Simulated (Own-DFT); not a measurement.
TiO2 (rutile, atoms displaced) (calculated)

All values are calculated (Own-DFT development build). A calculation, not a measurement: plane-wave PBE density functional theory by an unreviewed code, no spin, of a simulated periodic cell, stress positive in tension, free energy of the whole cell less one offset for each atom, oxygen file: force components 24 meV/angstrom off all-electron in one glass; forces on such cells passed a denser k mesh, this cell's mesh not checked; offsets are fitted by least squares, one for each functional and potential file, so energies compare only between cells with the same atoms and settings and are not formation energies; the far tail of each file's local potential was reset to the Coulomb form; each entry is a single point on an unrelaxed cell, so the pressure reflects the starting lattice, mostly measured values (interpolated for alloys), from which strain is counted, and rises with the displacements; printed positions are rounded, which can move forces by about a meV/angstrom; the program, named Own-DFT, is a retired in-house code; no spin-orbit coupling; before rounding, a Quantum ESPRESSO 7.3.1 run of the same cell and cutoff gave forces within 1 meV/angstrom rms on each cell, which checks the program and not the settings.

Common to all runs: functional PBE; potential files PseudoDojo norm-conserving, scalar-relativistic, standard set; wave cutoff 72 hartree; occupations Fermi-Dirac; smearing width 0.1 eV; k mesh 3 x 3 x 3 centred on Gamma.

(1) TiO2 (rutile, atoms displaced)

```xyz
72
Lattice="9.1874 0.0000 0.0000 0.0000 9.1874 0.0000 0.0000 0.0000 8.8761" Properties=species:S:1:pos:R:3 TiO2
Ti     0.0349     0.0601     0.0623
Ti     2.4135     2.3460     1.5447
O      1.2787     1.4074     0.1313
O      3.1833     3.2187     8.8119
O      3.6073     0.9828     1.4490
O      0.9458     3.6805     1.4456
Ti     0.0816     9.1450     2.8761
Ti     2.2912     2.2260     4.5263
O      1.3855     1.4431     2.8926
O      3.2897     3.1270     3.0920
O      3.7114     0.9118     4.5465
O      0.9485     3.6376     4.4682
Ti     9.1664     0.0304     5.9251
Ti     2.3186     2.3663     7.5719
O      1.3805     1.4464     6.0400
O      3.1464     3.2357     5.9314
O      3.7477     0.8799     7.5276
O      0.9707     3.8019     7.4078
Ti     0.0211     4.5876     8.8365
Ti     2.2504     6.7518     1.4678
O      1.3238     5.9843     8.8232
O      3.1714     7.7194     8.8423
O      3.7797     5.3501     1.4275
O      0.9428     8.2251     1.4248
Ti     0.1413     4.4649     2.9611
Ti     2.3114     6.7505     4.5743
O      1.3757     6.0034     2.8256
O      3.2943     7.8209     2.9560
O      3.6501     5.4882     4.3995
O      0.8371     8.2566     4.5447
Ti     0.0528     4.6483     6.1179
Ti     2.2657     6.8341     7.4218
O      1.3249     6.0363     5.8790
O      3.1775     7.8137     5.9466
O      3.6797     5.4660     7.3850
O      0.8182     8.3624     7.5157
Ti     4.7149     9.1591     0.0900
Ti     7.0097     2.2967     1.5068
O      6.1292     1.4530     0.0686
O      7.7711     3.2235     8.8452
O      8.1978     0.8186     1.3890
O      5.4165     3.7901     1.3885
Ti     4.4999     9.1470     2.9412
Ti     6.9038     2.3263     4.2995
O      6.1088     1.3919     2.7871
O      7.6953     3.1474     2.8699
O      8.3061     0.9744     4.6551
O      5.5374     3.7003     4.3554
Ti     4.6996     9.1185     5.8868
Ti     7.0062     2.2580     7.5232
O      5.9337     1.3921     5.8880
O      7.8334     3.0720     5.9071
O      8.1510     0.8679     7.5722
O      5.4319     3.5057     7.3205
Ti     4.6765     4.5723     8.8727
Ti     6.8387     6.8027     1.4636
O      6.1610     5.9882     8.8259
O      7.8799     7.7988     0.0866
O      8.3468     5.3398     1.4699
O      5.6575     8.3030     1.6412
Ti     4.4912     4.5429     2.9392
Ti     6.9670     6.9518     4.4682
O      6.0031     5.8924     3.0051
O      7.7520     7.7231     3.0885
O      8.4002     5.5415     4.3493
O      5.4944     8.4112     4.5362
Ti     4.5711     4.5979     5.8478
Ti     6.7250     6.7615     7.4126
O      5.9895     6.1438     5.9223
O      7.6155     7.7673     5.9334
O      8.3556     5.5503     7.3559
O      5.5180     8.2457     7.2072
```

The calculation gives: free energy of cell above offsets -10.598 eV; pressure 10.38 GPa; stress xx -8.95 GPa; stress yy -9.58 GPa; stress zz -12.61 GPa; stress yz 0.09 GPa; stress xz 0.8 GPa; stress xy 0.12 GPa.

Force:
```csv
element,x (eV/Å),y (eV/Å),z (eV/Å)
Ti,-0.904,-1.662,-2.488
Ti,-1.427,-0.031,0.326
O,2.35,2.298,-0.54
O,0.816,0.941,1.932
O,2.225,-1.999,-0.127
O,0.622,-0.162,-0.323
Ti,-0.34,-0.612,1.277
Ti,-0.202,-0.712,1.739
O,-0.563,-0.817,0.419
O,-0.672,-0.001,-1.013
O,-1.04,0.347,-1.997
O,-0.247,0.498,-0.657
Ti,-0.09,-0.439,0.879
Ti,-0.099,-3.248,-3.003
O,0.012,-0.347,-0.332
O,0.432,0.314,0.047
O,-0.172,0.209,1.378
O,0.62,-1.012,0.404
Ti,-1.535,0.122,3.113
Ti,0.891,1.364,-0.709
O,0.758,0.181,0.783
O,0.937,0.133,0.366
O,-2.768,2.69,-0.055
O,-0.081,0.423,2.122
Ti,-1.536,1.157,1.686
Ti,0.022,3.01,-1.066
O,0.461,-0.502,1.509
O,-1.193,-1.112,-0.372
O,0.034,-0.166,0.215
O,0.365,0.231,-1.467
Ti,-2.454,-1.857,-5.282
Ti,1.066,2.261,0.561
O,0.543,-0.198,0.696
O,-1.417,-1.781,-0.646
O,-0.033,0.4,-0.481
O,1.362,-1.47,-1.515
Ti,-0.698,1.237,-3.272
Ti,-1.293,-0.975,-1.941
O,-3.089,-2.285,0.013
O,1.54,1.645,0.47
O,0.89,0.208,2.978
O,1.939,-2.151,1.027
Ti,0.554,0.595,2.286
Ti,-0.914,-1.176,4.221
O,-1.745,-0.704,1.659
O,3.197,2.743,1.575
O,-0.046,-0.357,-2.305
O,-0.741,0.558,0.901
Ti,-1.012,3.675,1.256
Ti,-1.522,0.045,-4.229
O,0.529,0.304,-0.26
O,0.573,1.804,0.196
O,1.32,-0.813,-1.319
O,-0.76,2.579,0.172
Ti,0.292,-1.09,-2.268
Ti,2.529,0.777,1.866
O,-3.056,-2.842,2.655
O,-1.805,-1.632,0.49
O,-0.747,0.965,-0.102
O,-1.759,0.417,-1.157
Ti,2.534,0.508,0.027
Ti,0.337,-1.365,-0.241
O,-0.399,0.495,-0.813
O,1.812,1.96,-2.572
O,0.017,-0.972,0.505
O,1.077,-1.897,-3.758
Ti,1.022,-1.841,1.85
Ti,2.894,3.938,-2.95
O,-2.492,-3.569,-0.391
O,2.681,1.444,0.654
O,-0.728,-0.028,0.886
O,0.327,-0.652,4.514
```

(2) TiO2 (rutile, atoms displaced)

```xyz
72
Lattice="9.1874 0.0000 0.0000 0.0000 9.1874 0.0000 0.0000 0.0000 8.8761" Properties=species:S:1:pos:R:3 TiO2
Ti     9.1421     9.1372     8.6973
Ti     2.3175     2.0780     1.5361
O      1.3103     1.5752     0.0408
O      3.1596     3.1416     0.0517
O      3.6328     0.9796     1.4477
O      0.8510     3.7635     1.5649
Ti     0.0033     9.0445     3.0003
Ti     2.1735     2.2790     4.4376
O      1.3826     1.5055     2.8985
O      3.2995     3.0685     3.0989
O      3.7355     0.8483     4.4616
O      0.8792     3.7270     4.4515
Ti     0.0131     9.1780     5.9252
Ti     2.2958     2.3732     7.4613
O      1.3930     1.4411     5.8032
O      3.2528     3.0635     5.9694
O      3.6944     0.8622     7.1232
O      0.8640     3.5801     7.3914
Ti     0.0374     4.5116     0.0574
Ti     2.2078     6.8801     1.5092
O      1.2501     6.0052     8.7965
O      3.1490     7.8422     8.8519
O      3.7068     5.5253     1.4770
O      0.8164     8.2798     1.6138
Ti     9.1874     4.6181     3.0920
Ti     2.2865     6.7449     4.4366
O      1.4988     5.9139     2.9702
O      3.1567     7.7495     3.0085
O      3.7565     5.5721     4.4682
O      0.9133     8.4439     4.5176
Ti     9.1284     4.6038     5.9012
Ti     2.2874     6.9660     7.4647
O      1.4443     5.9519     6.0911
O      3.3245     7.6381     5.8599
O      3.6178     5.4811     7.3845
O      0.9065     8.3046     7.4213
Ti     4.4676     9.1182     0.0209
Ti     6.8459     2.2898     1.6020
O      5.9904     1.5563     8.8203
O      7.8242     3.2112     0.1557
O      8.3128     0.9366     1.4890
O      5.3169     3.8117     1.4409
Ti     4.5875     9.1142     3.0662
Ti     7.0270     2.3071     4.4349
O      5.8201     1.4133     2.9164
O      7.9227     3.0022     2.8761
O      8.2732     0.8938     4.3572
O      5.4354     3.6796     4.6040
Ti     4.6358     0.0248     5.7906
Ti     6.7358     2.2848     7.4964
O      5.8728     1.4539     6.0364
O      7.9521     3.3292     5.9271
O      8.1488     0.9495     7.3455
O      5.5183     3.6045     7.4096
Ti     4.5688     4.6556     8.8372
Ti     6.9205     6.9194     1.3508
O      6.0597     5.9749     0.0737
O      7.6928     7.7840     0.0290
O      8.2375     5.6106     1.6261
O      5.5317     8.2304     1.5406
Ti     4.5887     4.5520     2.8667
Ti     6.9360     6.8710     4.4568
O      5.9056     6.0148     2.9953
O      7.7545     7.8700     2.9772
O      8.1931     5.3552     4.4336
O      5.3679     8.2073     4.4011
Ti     4.6292     4.6237     5.9369
Ti     7.0259     6.8094     7.2691
O      5.9681     6.0635     5.9511
O      7.7861     7.6966     6.0391
O      8.2333     5.4403     7.4504
O      5.4758     8.2343     7.4088
```

## Withheld values
1. Give the missing stress yy for TiO2 (rutile, atoms displaced) (entry 2).

## Answers
1. -10.09 GPa

Further results for TiO2 (rutile, atoms displaced) (entry 2):

| Property | Result |
| --- | --- |
| free energy of cell above offsets | -10.895 eV |
| pressure | 10.29 GPa |
| stress xx | -9.1 GPa |
| stress zz | -11.68 GPa |
| stress yz | 0.47 GPa |
| stress xz | 1.93 GPa |
| stress xy | 0.57 GPa |

Force:
```csv
element,x (eV/Å),y (eV/Å),z (eV/Å)
Ti,-2.148,2.951,3.933
Ti,-0.873,3.959,-1.377
O,-0.976,-2.858,-0.493
O,0.868,1.134,-0.66
O,2.62,-3.241,-0.18
O,0.203,0.436,-0.065
Ti,-1.377,1.872,-1.454
Ti,2.354,1.176,-0.068
O,-1.761,-1.932,2.178
O,-0.073,1.139,-0.787
O,-1.388,0.572,-1.368
O,0.638,0.04,0.22
Ti,0.135,2.175,-1.094
Ti,1.268,0.094,-0.56
O,-1.979,-1.917,1.912
O,-0.368,1.449,-0.549
O,-1.261,-0.131,3.387
O,-0.501,1.441,0.138
Ti,-0.583,-1.368,0.829
Ti,0.485,-0.405,0.374
O,1.562,1.33,1.16
O,-0.404,-0.15,1.627
O,-1.439,0.91,-0.416
O,1.653,-1.233,-2.466
Ti,0.506,-0.743,-4.543
Ti,2.388,0.499,2.798
O,-1.182,-0.08,-0.408
O,-0.68,0.231,-1.082
O,-0.896,-0.685,-0.01
O,0.657,-1.905,0.128
Ti,1.797,0.315,2.562
Ti,1.235,-2.123,-3.074
O,-0.914,0.45,-1.666
O,-1.706,0.441,0.657
O,0.638,-0.156,1.018
O,-0.311,0.641,-0.985
Ti,2.661,-0.034,-2.463
Ti,1.069,-1.176,-2.666
O,-2.204,-2.627,2.935
O,-0.519,0.303,-0.488
O,-0.632,-0.729,-0.36
O,2.636,-2.447,-0.141
Ti,-0.195,-0.091,-1.777
Ti,-1.247,0.17,1.34
O,1.428,0.899,0.934
O,-0.736,1.46,2.107
O,-0.957,0.495,1.898
O,1.626,-0.352,-1.379
Ti,-0.379,-0.517,4.123
Ti,2.04,0.92,-1.271
O,2.149,0.259,-2.001
O,-2.952,-3.138,-0.926
O,2.613,-2.206,0.241
O,-1.712,3.169,0.084
Ti,-0.417,0.256,-0.343
Ti,-1.115,-1.339,2.262
O,-1.492,-1.217,-1.109
O,2.728,2.193,-2.077
O,1.279,-1.212,0.152
O,-2.027,1.81,-0.817
Ti,-0.75,0.48,2.348
Ti,-2.167,-0.702,-2.974
O,1.131,0.01,1.256
O,-0.129,-0.759,1.521
O,-0.894,2.141,0.357
O,2.453,-0.985,-0.467
Ti,-1.104,-1.055,-1.008
Ti,-3.433,-0.976,4.579
O,0.046,-0.613,-0.781
O,2.644,2.766,-3.601
O,0.569,-0.126,-0.345
O,-0.2,0.639,1.243
```
